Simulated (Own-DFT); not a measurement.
Simulation results for Si$_{2}$SnGe$_{13}$ (diamond-structure random alloy, strained, atoms displaced)

All values are calculated (Own-DFT development build). A calculation, not a measurement: plane-wave density functional theory by an unreviewed code, no spin, of a simulated periodic cell, stress positive in tension, run twice, with PBE and with PBEsol, both on files made for PBE, so the change isn't that of files made for PBEsol, forces on such cells moved up to 12 meV/angstrom on a denser k mesh; the far tail of each file's local potential was reset to the Coulomb form; each entry is a single point on an unrelaxed cell, so the pressure reflects the starting lattice, mostly measured values (interpolated for alloys), from which strain is counted, and rises with the displacements; printed positions are rounded, which can move forces by about a meV/angstrom; the program, named Own-DFT, is a retired in-house code; no spin-orbit coupling; stress was not checked against mesh or cutoff.

Si$_{2}$SnGe$_{13}$ (diamond-structure random alloy, strained, atoms displaced)

```
CELL_PARAMETERS angstrom
11.05060 0.00000 0.00000
0.00000 11.05060 0.00000
0.00000 0.00000 11.36310
ATOMIC_POSITIONS crystal
Ge 0.99967 0.00171 0.99850
Ge 0.99396 0.25171 0.24545
Ge 0.25457 0.99332 0.24858
Ge 0.24605 0.25211 0.99556
Si 0.13096 0.12067 0.12518
Ge 0.12909 0.37557 0.38291
Ge 0.37521 0.12687 0.37573
Ge 0.37054 0.36712 0.12171
Si 0.00498 0.00109 0.50225
Ge 0.99910 0.24758 0.74402
Si 0.24714 0.00481 0.75320
Ge 0.25200 0.25132 0.50274
Si 0.12843 0.13163 0.62319
Ge 0.12650 0.36990 0.87200
Ge 0.37416 0.12274 0.88252
Ge 0.37821 0.37374 0.63261
Ge 0.00855 0.49929 0.00176
Ge 0.99879 0.75214 0.24776
Ge 0.24911 0.50287 0.24595
Ge 0.25146 0.75952 0.00173
Ge 0.12910 0.62950 0.12633
Ge 0.12729 0.87641 0.37295
Ge 0.37095 0.62417 0.37915
Ge 0.38447 0.86709 0.12666
Ge 0.00382 0.50309 0.49467
Ge 0.99929 0.75525 0.75627
Sn 0.25154 0.50103 0.75333
Ge 0.24771 0.75914 0.49651
Ge 0.11808 0.62594 0.62479
Ge 0.11861 0.87342 0.86862
Ge 0.37146 0.63225 0.87129
Ge 0.37698 0.87317 0.62133
Ge 0.49070 0.99981 0.00539
Ge 0.49559 0.24898 0.25338
Ge 0.75241 0.99735 0.24735
Ge 0.74765 0.24977 0.00322
Si 0.62956 0.12259 0.12069
Ge 0.62224 0.38022 0.37108
Ge 0.87541 0.12610 0.37433
Si 0.87943 0.38026 0.12377
Ge 0.49836 0.99827 0.49773
Ge 0.49833 0.24772 0.74577
Ge 0.75263 0.99772 0.75537
Ge 0.74951 0.24587 0.50465
Ge 0.62509 0.13015 0.62581
Ge 0.63000 0.37105 0.87448
Ge 0.86795 0.12297 0.87488
Ge 0.87500 0.37108 0.62433
Ge 0.50031 0.49813 0.00124
Ge 0.49718 0.75238 0.25514
Ge 0.74851 0.50233 0.25201
Ge 0.75163 0.74867 0.99712
Sn 0.62536 0.62165 0.12755
Ge 0.62753 0.86869 0.37998
Ge 0.87473 0.61824 0.36707
Ge 0.87395 0.87041 0.12404
Si 0.49850 0.50255 0.50083
Si 0.50020 0.74599 0.74836
Ge 0.75224 0.49953 0.75972
Ge 0.75556 0.74886 0.50226
Sn 0.62713 0.61988 0.62002
Ge 0.62390 0.87673 0.87924
Ge 0.87838 0.63189 0.87480
Sn 0.88096 0.88061 0.62564
```

```
functional                                        : PBE, then PBEsol
potential files                                   : PseudoDojo norm-conserving, scalar-relativistic, standard set
wave cutoff                                       : 49 hartree
occupations                                       : Fermi-Dirac
smearing width                                    : 0.1 eV
k mesh                                            : 3 x 3 x 3 centred on Gamma
PBE pressure                                      : 9.22 GPa
PBE stress xx                                     : -9.93 GPa
PBE stress yy                                     : -9.88 GPa
PBE stress zz                                     : -7.86 GPa
PBE stress yz                                     : 0.42 GPa
PBE stress xz                                     : -0.67 GPa
PBE stress xy                                     : -0.44 GPa
PBEsol pressure                                   : 6.06 GPa
PBEsol stress xx                                  : -6.77 GPa
PBEsol stress yy                                  : -6.72 GPa
PBEsol stress zz                                  : -4.69 GPa
PBEsol stress yz                                  : 0.41 GPa
PBEsol stress xz                                  : -0.64 GPa
PBEsol stress xy                                  : -0.43 GPa
rms change of force components from PBE to PBEsol : 0.041 eV/Å
```

Force:
```
force element  PBE force x (eV/Å)  PBE force y (eV/Å)  PBE force z (eV/Å)  PBEsol force x (eV/Å)  PBEsol force y (eV/Å)  PBEsol force z (eV/Å)
           Ge               0.151               0.027               0.467                  0.103                 -0.015                  0.412
           Ge               1.301              -0.134               0.147                  1.257                 -0.146                  0.216
           Ge               0.031               0.815               -0.37                  0.061                  0.752                  -0.32
           Ge              -0.196              -1.095               0.883                 -0.147                 -1.025                  0.823
           Si              -0.578               0.353              -0.052                 -0.562                  0.343                 -0.054
           Ge              -0.261              -0.161                -1.6                 -0.251                 -0.141                 -1.542
           Ge              -0.457              -0.627               0.108                 -0.432                 -0.606                  0.104
           Ge                0.33               0.861               0.299                  0.318                  0.842                  0.287
           Si               1.478               1.861              -1.505                  1.413                   1.79                 -1.519
           Ge               0.002              -0.434               0.619                 -0.038                 -0.374                  0.632
           Si               0.159              -0.284              -0.842                  0.188                 -0.313                 -0.781
           Ge               0.374              -0.111               0.309                  0.395                 -0.063                  0.261
           Si              -0.085              -1.274               0.236                 -0.082                 -1.164                   0.23
           Ge              -1.725              -0.597                0.63                 -1.663                 -0.578                  0.622
           Ge              -0.439                0.28               -1.29                 -0.399                  0.298                 -1.206
           Ge               0.785              -0.195               -2.33                  0.738                 -0.231                 -2.228
           Ge              -0.626               0.219              -0.274                  -0.57                  0.251                 -0.296
           Ge               0.193              -0.348               0.376                  0.187                 -0.345                  0.352
           Ge               0.342              -0.757               0.615                  0.327                 -0.723                  0.598
           Ge              -0.348              -0.504              -0.568                 -0.334                 -0.505                 -0.543
           Ge              -0.193               0.207              -0.347                 -0.186                  0.194                 -0.334
           Ge              -1.039                0.52               0.018                 -0.959                  0.461                 -0.014
           Ge               0.107              -0.061              -0.093                  0.068                 -0.014                 -0.134
           Ge              -1.098               0.766               0.192                 -1.073                  0.753                  0.185
           Ge              -0.959              -0.367               0.657                 -0.923                 -0.356                  0.635
           Ge               0.555              -2.007              -0.587                  0.539                 -1.948                 -0.556
           Sn              -0.835               0.304              -0.846                 -0.814                  0.287                  -0.82
           Ge              -0.132               -1.28               0.769                 -0.122                 -1.237                  0.734
           Ge               0.003                1.26              -0.613                      0                  1.221                 -0.599
           Ge               1.574               1.503               1.184                  1.481                  1.419                   1.18
           Ge                1.75               1.026               1.911                  1.661                  0.959                  1.891
           Ge              -0.316               0.517               1.452                 -0.311                  0.504                  1.325
           Ge               1.793                0.23               0.013                  1.708                  0.191                 -0.015
           Ge               1.086              -0.226              -1.114                  1.018                 -0.191                  -1.05
           Ge              -0.603               0.121               0.284                 -0.546                  0.081                  0.306
           Ge               0.769               0.325               0.372                  0.746                  0.322                  0.273
           Si              -0.975              -0.042               0.955                 -0.958                 -0.049                  0.931
           Ge              -0.159              -0.595               1.125                  -0.13                 -0.599                  1.051
           Ge               0.236              -0.557               0.351                  0.196                 -0.511                  0.306
           Si              -0.767              -0.102              -0.029                 -0.748                 -0.094                 -0.026
           Ge               0.677               0.412               0.287                  0.651                  0.394                  0.278
           Ge               0.447              -0.297               1.435                  0.441                 -0.277                  1.379
           Ge              -2.043               1.016               0.141                 -1.974                      1                  0.153
           Ge              -0.144               0.844              -1.165                 -0.136                  0.814                 -1.115
           Ge              -0.148              -1.614                0.18                 -0.143                 -1.553                  0.172
           Ge              -1.106               0.027                0.19                 -1.064                  0.034                  0.185
           Ge               1.026               0.766               0.361                  0.992                  0.726                  0.342
           Ge               0.086               1.156              -0.078                  0.086                  1.104                 -0.065
           Ge               -1.39               -1.04              -1.584                 -1.344                 -1.015                 -1.531
           Ge               0.121              -0.441               1.253                  0.115                 -0.422                  1.208
           Ge               1.555              -2.244               0.179                   1.48                 -2.142                  0.216
           Ge               0.227                0.79              -0.304                  0.231                  0.776                 -0.292
           Sn              -0.553               1.214              -0.415                 -0.535                  1.177                 -0.401
           Ge               0.056               0.854              -0.518                  0.046                  0.827                 -0.505
           Ge               0.556               1.141               0.941                  0.539                  1.106                  0.912
           Ge               0.262                0.67              -0.475                  0.255                  0.646                 -0.456
           Si              -1.392                -1.8              -1.319                 -1.366                  -1.77                 -1.298
           Si              -0.378               1.422               0.735                 -0.373                  1.394                  0.723
           Ge               1.122              -0.646              -0.289                  1.085                 -0.632                 -0.283
           Ge               0.579              -0.232              -2.056                  0.545                 -0.226                 -2.004
           Sn               0.038               0.175               1.291                  0.133                  0.186                  1.269
           Ge              -0.777              -0.357              -0.548                 -0.712                 -0.322                 -0.503
           Ge               0.237              -1.153               0.567                  0.224                 -1.108                  0.544
           Sn              -0.286              -0.101               -0.32                 -0.331                 -0.156                 -0.245
```
